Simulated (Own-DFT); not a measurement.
# Larger atoms on a fixed lattice: Ge in Si

Everything here is calculated. The program is Own-DFT (plane waves, in-house, since retired, never reviewed by a person); positions were held fixed, and spin and spin-orbit coupling were off.

Common settings: PBE; PseudoDojo norm-conserving scalar-relativistic files; cutoff 42 hartree; 3 x 3 x 2 k mesh centred on Gamma; Fermi-Dirac smearing of 0.1 eV.

Limits: forces on such cells moved up to 12 meV/angstrom on a denser k mesh; stress not checked against mesh or cutoff.

One cell of 96 atoms is used throughout, with vectors in Å (10.862, 0.000, 0.000); (0.000, 10.862, 0.000); (0.000, 0.000, 16.293). Some planes normal to z hold Ge in place of Si, either as pure planes or mixed at random through a layer; x is the share of Ge among all Ge and Si sites. u is the rms random offset of the atoms per axis. Stress is positive in tension.

| x | layer | u (Å) | (s_xx + s_yy)/2 (GPa) | s_zz (GPa) |
|---|---|---|---|---|
| 0.125 | mixed layer | 0.0301 | -3.76 | -3.79 |
| 0.125 | mixed layer | 0.0311 | -3.78 | -3.81 |
| 0.167 | pure planes | 0.0630 | -5.30 | -5.08 |
| 0.167 | pure planes | 0.0606 | -5.10 | -5.13 |
| 0.188 | mixed layer | 0.0304 | ? | ? |
| 0.250 | mixed layer | 0.0621 | -6.29 | -6.31 |
| 0.250 | mixed layer | 0.0625 | -6.33 | -6.35 |
| 0.500 | pure planes | 0.0298 | -9.15 | -9.20 |
| 0.500 | pure planes | 0.0613 | -9.94 | -9.95 |

## Fit

In the plane: -1.72 - 14.4 x - 272 u² GPa (slope in x ± 0.1, scatter 0.06). Along z: -1.75 - 14.5 x - 247 u² GPa (± 0.1, scatter 0.04). The two slopes nearly agree: every atom sits on the host's lattice on all three axes, so the larger Ge atoms are squeezed alike in all directions, and the layering hardly shows. The constants are the stress of this functional at the host's measured lattice. A real film keeps the in-plane spacing but grows in height until s_zz vanishes, which relieves part of the in-plane stress too.

## Test on the hidden row

Asked: what are the two stresses at x = 0.188?

The fitted form gives -4.7 and -4.7 GPa. The hidden result is -4.63 and -4.65 GPa.
